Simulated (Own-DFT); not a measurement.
# What a defect does to the pressure of its cell: 4H SiC

No measurement is shown. These are fixed-geometry runs of a retired plane-wave code named Own-DFT, which no person has reviewed; spin and spin-orbit coupling are neglected.

All runs used: PBE; PseudoDojo norm-conserving scalar-relativistic files; cutoff 42 hartree; 4 x 4 x 3 k mesh centred on Gamma; Fermi-Dirac smearing of 0.1 eV.

Known weak points (not all hold for every row): some atoms lie very close together; not probed for a lower state with spin; forces on such cells failed a check on a denser k mesh; forces on such cells passed a denser k mesh, each cell not checked; stress not checked against mesh or cutoff.

All runs share one cell, with vectors in Å (9.248, 0.000, 0.000); (-4.624, 8.009, 0.000); (0.000, 0.000, 10.068) and a volume of 745.7 Å³. Atoms were moved at random from their sites; u is the rms move along one axis. The defect's site can differ from row to row.

| cell | formula | u (Å) | P (GPa) |
|---|---|---|---|
| no defect | C36Si36 | 0.0295 | 3.84 |
| no defect | C36Si36 | 0.0634 | 6.47 |
| no defect | C36Si36 | 0.0637 | 6.46 |
| one C on a Si site and one Si on a C site | C36Si36 | 0.0276 | ? |
| one C on a Si site and one Si on a C site | C36Si36 | 0.0319 | 7.44 |
| one C on a Si site and one Si on a C site | C36Si36 | 0.0502 | 9.81 |
| one C on a Si site and one Si on a C site | C36Si36 | 0.0522 | 9.85 |
| two Al on a Si site each | Al2C36Si34 | 0.0327 | 6.03 |
| two Al on a Si site each | Al2C36Si34 | 0.0483 | 6.88 |
| two Al on a Si site each | Al2C36Si34 | 0.0507 | 7.34 |
| one Al on a Si site and one N on a C site | AlC35NSi35 | 0.0488 | 5.16 |
| one Al on a Si site and one N on a C site | AlC35NSi35 | 0.0495 | 5.05 |
| one Al on a Si site and one N on a C site | AlC35NSi35 | 0.0515 | 6.03 |
| one C vacancy | C35Si36 | 0.0290 | 3.45 |
| one C vacancy | C35Si36 | 0.0486 | 4.98 |
| one C vacancy | C35Si36 | 0.0512 | 4.95 |

## What the rows give

P = P0 + c u² + a shift for each defect gives P0 = 2.78 GPa, c = 944 ± 101 GPa/Å² and a scatter of 0.34 GPa. The shifts, and each times the cell's volume:

- one C on a Si site and one Si on a C site: 4.28 ± 0.29 GPa, 19.9 eV
- two Al on a Si site each: 2.09 ± 0.30 GPa, 9.7 eV (4.9 eV for each of its 2 sites)
- one Al on a Si site and one N on a C site: 0.28 ± 0.28 GPa, 1.3 eV (not resolved)
- one C vacancy: -0.15 ± 0.30 GPa, -0.7 eV (not resolved)

Against the defect-free cell, a freed cell would be larger where the shift is positive and smaller where it is negative (160.2 GPa Å³ is 1 eV). The atoms around the defects weren't relaxed, which would change these numbers.

## The run left out

Question: what pressure belongs in the blank (one C on a Si site and one Si on a C site, u = 0.0276 Å)?

The fitted form gives 7.78 ± 0.42 GPa. The calculation gave 6.94 GPa.
